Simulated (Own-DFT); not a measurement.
# Response to strain: wurtzite AlN, 128 atoms (Al64N64)

No measurement is shown. These are fixed-geometry runs of a retired plane-wave code named Own-DFT, which no person has reviewed; spin and spin-orbit coupling are neglected.

All runs used: PBE; PseudoDojo norm-conserving scalar-relativistic files; cutoff 42 hartree; 2 x 2 x 2 k mesh centred on Gamma; Fermi-Dirac smearing of 0.1 eV.

Caveats: forces on such cells passed a denser k mesh, each cell not checked; stress not checked against mesh or cutoff.

Unstrained cell vectors in Å: (12.448, 0.000, 0.000); (-6.224, 10.780, 0.000); (0.000, 0.000, 9.964). The unstrained cell has measured lattice constants (interpolated for alloys), not those of this functional. That, the random moves and any unrelaxed bonds set the pressure at no strain. A uniform strain is put on this cell, atoms riding along. Each atom got a random Gaussian move of width 0.05 Å along each axis. Strain is the symmetric tensor, in per cent. Stress is positive in tension, and the pressure is minus a third of its trace.

```
run  e_xx (%)  e_yy (%)  e_zz (%)  e_yz (%)  e_xz (%)  e_xy (%)  s_xx (GPa)  s_yy (GPa)  s_zz (GPa)  s_yz (GPa)  s_xz (GPa)  s_xy (GPa)  P (GPa)  E (meV/atom)
  1      1.21      1.59      1.31      0.43      0.79     -0.16        2.77        2.74        0.75        1.24        2.46       -1.41    -2.08           0.0
  2     -0.28      1.80     -1.85      0.90     -0.24     -1.38       -6.85       -0.06      -12.65        2.50       -0.32       -3.84     6.52          19.1
  3      0.11     -1.75     -1.77     -1.51      0.77     -0.09       -8.61      -15.13      -16.68       -3.53        1.80       -0.18    13.48          32.9
  4      0.85      0.49      1.36      1.70     -0.76     -1.08       -0.89       -2.39        1.39        3.95       -2.77       -3.15     0.63           9.4
  5     -1.73      1.03     -0.47     -1.92     -0.01      1.97      -12.29       -3.86       -9.43       -5.17       -0.29        6.63     8.53          25.0
  6     -1.05      1.74      1.86     -0.05     -0.74      0.21       -8.51        1.02        4.20       -0.26       -1.59        0.86     1.10           7.4
  7     -1.43     -1.31      0.15     -1.00     -0.54     -1.81      -14.76      -13.51       -7.58       -2.47       -0.85       -6.35    11.95          34.0
  8      1.99     -1.08      0.03      1.69      1.37      0.11        2.86      -10.81       -4.58        4.57        3.66        0.09     4.18          15.2
  9      1.98     -0.16      1.34      1.49     -1.23      1.80        4.29       -5.98        1.70        3.99       -2.62        6.66     0.00          18.8
 10     -0.58      1.82     -0.59      0.92     -0.15      1.03       -7.30        2.03       -7.97        2.16       -0.56        4.20     4.42           5.7
 11      0.63      0.54     -1.19      1.46      1.58     -0.84       -3.46       -3.71      -11.42        2.94        3.92       -2.92     6.20          24.6
 12     -1.54      1.01      0.77      1.09      1.17      0.61      -11.68       -1.30       -2.76        3.05        2.69        2.66     5.24           1.3
 13      0.27      1.53     -0.05      1.43     -0.91     -0.14       -3.02        1.99       -4.90        3.29       -2.46        0.42     1.98           2.7
 14     -0.77     -1.03      0.63      1.01     -1.26     -0.73       -9.75      -10.64       -4.23        3.17       -3.54       -2.10     8.21           8.2
 15      0.46      1.82     -1.04      1.18     -1.13     -1.53       -2.32        2.20      -11.75        2.54       -3.41       -5.01     3.96          30.1
 16     -0.09      0.64     -0.65      0.14     -0.36      1.05       -3.84       -4.08       -9.34        0.72       -0.27        2.14     5.75           1.3
 17      1.75     -0.05      1.90      0.46     -1.65     -1.07           ?           ?           ?           ?           ?           ?        ?             ?
```

E is the free energy per atom, counted from the lowest run shown.

## Analysis

Each stress component was fitted by least squares to a constant and the strains of the runs shown, as fractions, with shears doubled. Shear strains stay in the fit of a normal stress only where such slopes are resolved. The slopes, in GPa:

| stress | at no strain | per e_xx | per e_yy | per e_zz | scatter |
|---|---|---|---|---|---|
| s_xx | -5.8 | 480 ± 18 | 108 ± 17 | 56 ± 18 | 0.81 |
| s_yy | -6.4 | 60 ± 18 | 468 ± 17 | 51 ± 18 | 0.79 |
| s_zz | -6.3 | 61 ± 21 | 66 ± 20 | 495 ± 21 | 0.95 |

The slope of each shear stress on twice its own strain, from a fit on all six strains: yz 129 ± 7, xz 128 ± 7, xy 172 ± 8 GPa. These are stiffnesses along x, y and z of the frame in which the cell vectors are given, with the crystal's c axis along z: C11, C12, C13 and C33. Hexagonal symmetry asks that xx and yy behave alike, which is a second check on the noise. These are clamped-ion slopes: internal relaxation, where symmetry allows it, would soften some. Slopes across the diagonal should nearly agree, so their difference gauges the noise. A ninth of the table's sum, 205 ± 5 GPa, estimates the bulk modulus near the mean pressure of these runs, 5.0 GPa, so it lies above the value at zero pressure.

## Withheld run

Q: what normal stresses and pressure should run 17 give?

The fit gives s_xx = 3.6, s_yy = -4.6, s_zz = 4.2 and P = -1.1 GPa. DFT gave 3.35, -4.52, 4.40 and P = -1.08 GPa.
